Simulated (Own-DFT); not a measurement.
## Calculated data, SiC (4H silicon carbide, atoms displaced)

A calculation, not a measurement: plane-wave PBE density functional theory by an unreviewed code, no spin, of a simulated periodic cell, stress positive in tension, free energy of the whole cell less one offset for each atom, forces on such cells passed a denser k mesh, this cell's mesh not checked; offsets are fitted by least squares, one for each functional and potential file, so energies compare only between cells with the same atoms and settings and are not formation energies; the far tail of each file's local potential was reset to the Coulomb form; each entry is a single point on an unrelaxed cell, so the pressure reflects the starting lattice, mostly measured values (interpolated for alloys), from which strain is counted, and rises with the displacements; printed positions are rounded, which can move forces by about a meV/angstrom; the program, named Own-DFT, is a retired in-house code; no spin-orbit coupling. Program: Own-DFT development build.

Entry: SiC (4H silicon carbide, atoms displaced)

```xyz
128
Lattice="12.3308 0.0000 0.0000 -6.1654 10.6788 0.0000 0.0000 0.0000 10.0681" Properties=species:S:1:pos:R:3 SiC
Si    -6.0050    10.6695     4.1940
Si     0.1319     1.8453     1.4005
C      0.0698     0.0792     0.9240
C      0.0523     1.7531     3.3480
Si    -1.5108     2.7244     4.1948
Si    -1.6751     4.3857     1.5676
C     10.7301     2.5586     0.9993
C     -1.6559     4.4057     3.5232
Si    -3.0695     5.3242     4.0753
Si    -3.0420     7.0153     1.4985
C     -3.0313     5.4726     0.8537
C     -2.8394     7.1498     3.3036
Si    -4.6301     8.0380     3.9994
Si    -4.5443     9.7652     1.5937
C      7.7256     7.9395     0.8548
C     -4.6983     9.6956     3.5241
Si    -3.1335    10.6179     4.1707
Si     3.0745     1.7672     1.5596
C     -2.9785    10.6550     1.0826
C      3.1011     1.7235     3.4659
Si     1.4869     2.6216     4.2307
Si     1.4769     4.5743     1.5713
C      1.7077     2.6493     0.9849
C      1.4877     4.4825     3.3030
Si    -0.0634     5.2766     4.1009
Si     0.0403     7.1480     1.5593
C     -0.0202     5.3450     0.9516
C     -0.0263     7.0553     3.5066
Si    -1.5072     7.7486     3.9584
Si    -1.4331     9.7401     1.4796
C     -1.5148     8.0696     1.0898
C     -1.4707     9.8557     3.4453
Si     6.0834     0.1504     3.9944
Si     6.2388     1.8107     1.6180
C      6.2300     0.0665     0.9674
C      6.1543     1.9759     3.4512
Si     4.5681     2.6315     4.0121
Si     4.7364     4.4663     1.6722
C      4.6159     2.5435     0.9772
C      4.6688     4.3577     3.5015
Si     3.2166     5.4343     4.1272
Si     3.0613     7.1938     1.7428
C      3.1890     5.1933     1.0273
C      3.0478     7.0169     3.3603
Si     1.6013     7.8439     4.1231
Si     1.3701     9.8481     1.5863
C      1.7459     8.1122     0.7427
C      1.5860     9.9242     3.4360
Si     2.9181    10.6409     4.0724
Si     9.1625     1.8087     1.5733
C      9.1927     0.0497     0.9243
C      9.2518     1.7822     3.4592
Si     7.7113     2.6631     4.1759
Si     7.6816     4.3203     1.5394
C      7.6288     2.8624     0.9701
C      7.7155     4.4447     3.4354
Si     6.1846     5.2661     4.0926
Si     6.1590     7.1618     1.6393
C      6.1343     5.3824     1.0083
C      6.0986     7.1062     3.3342
Si     4.7615     8.0111     4.0200
Si     4.7367     9.7592     1.6591
C      4.6025     7.9605     0.9417
C      4.7467     9.7683     3.4708
Si    12.2623     0.0143     9.2840
Si     6.0451     8.8039     6.7168
C     -6.0994    10.6275     5.8671
C      6.2582     8.9703     8.4950
Si     7.6184     8.0080     9.1285
Si     7.4480     6.3912     6.7632
C      7.6325     8.1061     6.1358
C      7.8220     6.2744     8.3193
Si    -3.0227     5.3939     9.0961
Si     9.1358     3.6433     6.5988
C     -3.0859     5.4656     5.9713
C      9.4807     3.4762     8.3796
Si    10.6452     2.8050     9.1780
Si    10.7668     0.8810     6.7930
C     -1.5373     2.7059     6.0872
C     10.7600     0.9561     8.4035
Si     9.1032     0.0379     9.0290
Si     3.2012     8.6888     6.6195
C      3.0602    10.6008     6.0433
C      2.8878     8.8306     8.5442
Si     4.6694     7.8981     9.2165
Si     4.5846     6.0853     6.6947
C      4.4987     8.0390     6.1326
C      4.7489     6.1882     8.3837
Si     6.1932     5.4074     9.0770
Si     6.2599     3.5173     6.5461
C      6.1700     5.4735     5.9112
C      6.1562     3.5410     8.5213
Si     7.7278     2.5368     9.0684
Si     7.7584     0.9964     6.5659
C      7.6281     2.6603     6.0299
C      7.7016     1.0294     8.3865
Si     6.1775     0.2448     9.0882
Si     0.2171     8.9879     6.6178
C      6.1805     0.0137     5.8346
C     -0.0270     8.9335     8.5802
Si     1.3931     8.2036     9.0558
Si     1.6524     6.3396     6.6010
C      1.3806     8.1273     6.0283
C      1.6193     6.1266     8.4924
Si     2.9377     5.3544     9.2440
Si     3.0898     3.5731     6.6851
C      3.1488     5.3854     5.9569
C      3.3386     3.7325     8.5091
Si     4.5171     2.5508     9.2742
Si     4.6293     0.9992     6.5680
C      4.4962     2.5737     5.9469
C      4.6449     0.7829     8.4559
Si     2.9678     0.1166     9.1272
Si    -3.1749     8.7442     6.5988
C     -3.1843    10.5371     5.9658
C     -3.1856     8.9405     8.6493
Si    -1.6567     7.9450     9.2648
Si    -1.6152     6.2107     6.5057
C     -1.5818     7.9749     6.0242
C     -1.5495     6.1928     8.5930
Si    -0.0873     5.3853     9.0415
Si     0.0834     3.5269     6.6774
C     -0.0128     5.1993     5.9818
C      0.1474     3.5603     8.5886
Si     1.4512     2.8102     9.2880
Si     1.5432     0.7370     6.6246
C      1.4904     2.7530     6.0072
C      1.4985     0.9023     8.6181
```

- functional: PBE
- potential files: PseudoDojo norm-conserving, scalar-relativistic, standard set
- wave cutoff: 42 hartree
- occupations: Fermi-Dirac
- smearing width: 0.1 eV
- hardware: one NVIDIA H200
- k mesh: 3 x 3 x 3 centred on Gamma
- free energy of cell above offsets: 18.340 eV
- pressure: 10.81 GPa
- stress xx: -11.58 GPa
- stress yy: -8.12 GPa
- stress zz: -12.73 GPa
- stress yz: -0.67 GPa
- stress xz: -2.14 GPa
- stress xy: 3.15 GPa
- wall time: 531.3 s

Force:
```tsv
element	x (eV/Å)	y (eV/Å)	z (eV/Å)
Si	-3.812	1.393	-4.67
Si	-1.763	-0.629	3.624
C	-0.131	-2.024	2.952
C	-0.36	0.295	2.027
Si	-0.076	-2.855	-0.886
Si	2.29	0.674	0.579
C	0.727	2.653	-1.614
C	1.807	0.377	-1.762
Si	-1.37	1.342	0.695
Si	-0.519	5.127	1.405
C	-1.369	-6.167	-0.259
C	-9.41	-3.94	-0.509
Si	0.79	-3.013	2.064
Si	-0.267	-0.036	-0.509
C	-0.456	0.513	2.947
C	2.695	1.702	-2.445
Si	1.885	-0.006	-2.339
Si	2.076	-1.931	2.767
C	-1.485	0.374	-2.551
C	-1.79	0.112	0.62
Si	1.13	1.189	-4.362
Si	2.383	-2.047	-0.939
C	-3.473	2.732	-0.933
C	0.685	-0.443	5.622
Si	1.354	-0.685	-0.375
Si	0.89	-0.488	0.004
C	-1.41	0.371	-1.205
C	3.955	-1.036	-1.459
Si	3.24	8.335	5.798
Si	-1.391	3.679	3.279
C	0.236	-3.352	-2.95
C	-1.67	-2.029	-0.667
Si	1.673	-1.36	0.893
Si	-1.869	0.438	-0.382
C	-2.424	1.559	-2.328
C	0.896	-2.249	0.32
Si	-0.647	-0.201	1.941
Si	-1.809	-1.82	-1.697
C	1.365	1.747	1.486
C	-0.475	2.321	0.533
Si	-2.109	-4.08	-1.348
Si	0.539	-1.013	-9.071
C	-2.147	3.135	-0.545
C	1.468	2.487	7.008
Si	-2.641	3.126	0.04
Si	6.356	-1.906	-0.099
C	-3.392	-0.866	5.051
C	-5.484	-4.402	-1.662
Si	6.958	2.673	2.425
Si	0.482	-1.222	0.802
C	-0.161	-0.251	-0.325
C	-0.598	0.112	1.379
Si	0.842	0.553	-2.012
Si	0.024	10.92	2.996
C	1.498	-10.43	-4.451
C	0.415	-0.012	0.749
Si	0.193	1.109	-0.958
Si	0.456	-0.916	-4.743
C	1.973	-0.04	-1.496
C	2.663	-1.518	4.88
Si	-3.066	1.464	1.916
Si	-1.762	1.434	-1.98
C	1.067	0.869	1.912
C	-1.448	0.213	1.17
Si	0.316	0.379	-4.891
Si	1.143	3.154	-1.819
C	-2.214	0.025	6.401
C	-3.627	-0.39	1.872
Si	2.361	0.068	-0.552
Si	3.046	-0.592	-8.225
C	-2.671	-2.802	-3.575
C	-0.605	-1.14	9.165
Si	-1.605	-1.892	-0.98
Si	2.913	0.209	-0.947
C	-3.745	-2.244	-0.718
C	-9.849	5.701	-1.387
Si	8.959	-5.918	2.926
Si	0.45	-0.151	-9.457
C	-0.573	-0.595	-0.9
C	-0.096	-0.876	8.872
Si	2.89	-1.416	1.531
Si	-11.29	8.082	4.173
C	0.557	0.613	-0.564
C	5.561	1.962	-2.355
Si	-1.378	1.505	-2.387
Si	1.35	2.425	-2.931
C	9.751	-6.665	-5.768
C	-1.777	1.579	4.53
Si	0.907	-2.547	1.454
Si	-5.417	2.308	2.603
C	-1.06	-2.678	0.685
C	1.203	-0.269	-0.383
Si	-0.257	7.693	1.977
Si	-0.879	-4.184	-1.055
C	3.442	1.01	-2.094
C	-0.671	-4.509	-0.039
Si	0.57	-4.251	1.092
Si	-10.7	4.303	2.936
C	0.241	1.824	2.525
C	-3.525	2.558	-1.953
Si	2.343	-5.309	1.81
Si	-2.694	-2.205	0.659
C	10.07	-7.227	-4.371
C	-3.999	3.49	-1.243
Si	4.907	-1.047	0.755
Si	-0.313	-0.083	-0.856
C	-1.627	-0.754	-0.194
C	-3.341	-2.261	0.407
Si	2.274	1.728	-3.098
Si	-0.188	-5.724	0.578
C	1.723	4.473	-1.296
C	-2.752	2.802	0.051
Si	2.78	-3.288	1.604
Si	3.359	2.797	2.273
C	2.147	1.178	1.47
C	1.1	-0.762	-1.57
Si	1.054	2.381	-1.722
Si	3.082	0.771	2.194
C	1.069	0.062	-1.374
C	-0.38	2.244	-2.727
Si	3.808	-1.489	1.882
Si	-2.8	0.374	1.032
C	0.494	3.083	0.164
C	-5.808	2.332	-1.585
Si	5.368	-3.356	-1.471
Si	-0.697	2.103	1.105
C	2.659	-2.643	1.194
C	-1.588	1.994	-1.788
```
